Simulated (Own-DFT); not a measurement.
# Strain and stress in zincblende InP, 96 atoms (In48P48)

The numbers are computed, not measured, by runs of the plane-wave DFT program Own-DFT (in-house, retired, unreviewed) at fixed positions, with no spin and no spin-orbit coupling.

Settings: PBE; PseudoDojo norm-conserving scalar-relativistic files; cutoff 36 hartree; 2 x 3 x 3 k mesh centred on Gamma; Fermi-Dirac smearing of 0.1 eV.

Known weak points: forces not confirmed at this smearing and k mesh; stress not checked against mesh or cutoff.

Unstrained cell vectors in Å: (17.606, 0.000, 0.000); (0.000, 11.737, 0.000); (0.000, 0.000, 11.737). The unstrained cell has measured lattice constants (interpolated for alloys), not those of this functional. That, the random moves and any unrelaxed bonds set the pressure at no strain. In each run the cell takes a homogeneous strain; fractional positions stay. All atoms carry random offsets, Gaussian with a width of 0.05 Å per axis. Stress is counted positive in tension, P = -(s_xx + s_yy + s_zz)/3, and strain components are those of the symmetric tensor.

```
run,e_xx (%),e_yy (%),e_zz (%),e_yz (%),e_xz (%),e_xy (%),s_xx (GPa),s_yy (GPa),s_zz (GPa),s_yz (GPa),s_xz (GPa),s_xy (GPa),P (GPa),E (meV/atom)
1,2.00,-0.42,-1.35,0.07,0.15,-1.88,-2.77,-3.83,-4.10,0.36,-0.13,-2.45,3.57,17.4
2,-1.72,0.61,-1.09,-1.74,-0.93,0.84,-6.00,-5.08,-5.71,-3.29,-0.74,1.45,5.59,40.1
3,1.27,-0.89,-1.65,1.48,1.64,1.79,-4.23,-5.09,-5.30,1.70,2.21,2.96,4.87,36.3
4,0.35,0.26,-1.76,-1.28,-1.80,-1.16,-4.52,-4.57,-5.25,-2.29,-2.91,-2.01,4.78,34.3
5,0.76,0.47,1.38,-1.32,-1.59,0.82,-2.01,-2.14,-1.81,-1.85,-1.91,1.12,1.99,10.5
6,1.10,1.52,-1.45,-0.21,-1.99,0.54,-2.70,-2.46,-3.65,-0.69,-2.75,0.47,2.94,17.3
7,1.53,-1.65,-1.94,-1.10,-0.11,-1.12,-4.30,-5.66,-5.71,-1.86,0.00,-1.88,5.22,24.7
8,0.05,1.99,0.65,0.90,-0.61,-1.24,-2.12,-1.27,-1.82,0.85,-0.33,-1.68,1.74,1.4
9,-1.63,-0.20,-0.36,1.09,1.32,-1.21,-5.92,-5.41,-5.36,2.14,2.06,-2.09,5.56,40.8
10,-0.63,-1.52,-1.23,0.35,0.86,1.42,-6.31,-6.54,-6.48,0.11,1.95,1.85,6.44,42.3
11,-0.03,1.58,-1.29,1.75,-1.62,-1.22,-3.65,-3.09,-4.15,2.62,-2.44,-0.70,3.63,22.8
12,-0.42,0.96,1.22,-1.33,-0.44,-0.24,-2.86,-2.31,-2.29,-1.83,-1.06,-0.62,2.48,11.3
13,-0.85,0.34,0.85,1.29,1.80,1.55,-4.00,-3.42,-3.23,1.57,2.71,1.60,3.55,18.0
14,1.61,0.93,-0.45,-1.06,0.32,-0.59,-1.76,-2.02,-2.60,-1.35,0.81,-0.66,2.13,0.0
15,1.28,-1.17,-0.59,-1.99,-0.94,0.40,-3.47,-4.45,-4.15,-2.61,-0.94,0.23,4.02,18.8
16,-1.41,-0.71,-1.14,1.45,0.41,-1.38,?,?,?,?,?,?,?,?
```

E is the free energy per atom, counted from the lowest run shown.

## What the rows give

Each stress component was fitted by least squares to a constant and the strains of the runs shown, as fractions, with shears doubled. Shear strains stay in the fit of a normal stress only where such slopes are resolved. The slopes, in GPa:

| stress | at no strain | per e_xx | per e_yy | per e_zz | scatter |
|---|---|---|---|---|---|
| s_xx | -3.8 | 108 ± 2 | 62 ± 3 | 63 ± 3 | 0.10 |
| s_yy | -3.8 | 67 ± 2 | 102 ± 3 | 65 ± 3 | 0.10 |
| s_zz | -3.8 | 66 ± 2 | 62 ± 2 | 101 ± 2 | 0.09 |

The slope of each shear stress on twice its own strain, from a fit on all six strains: yz 75 ± 5, xz 71 ± 8, xy 71 ± 5 GPa. These are stiffnesses along x, y and z of the frame in which the cell vectors are given, which need not be the crystal's axes. These are clamped-ion slopes: internal relaxation, where symmetry allows it, would soften some. The table should be nearly symmetric about its diagonal, and what it lacks of that shows the noise. A ninth of the table's sum, 77 ± 1 GPa, estimates the bulk modulus near the mean pressure of these runs, 3.9 GPa, so it lies above the value at zero pressure.

## Check

The question: what normal stresses and pressure should run 16 give?

Estimate: s_xx = -6.5, s_yy = -6.2, s_zz = -6.3 and P = 6.4 GPa. The hidden result is -6.53, -6.38, -6.45 and P = 6.46 GPa.
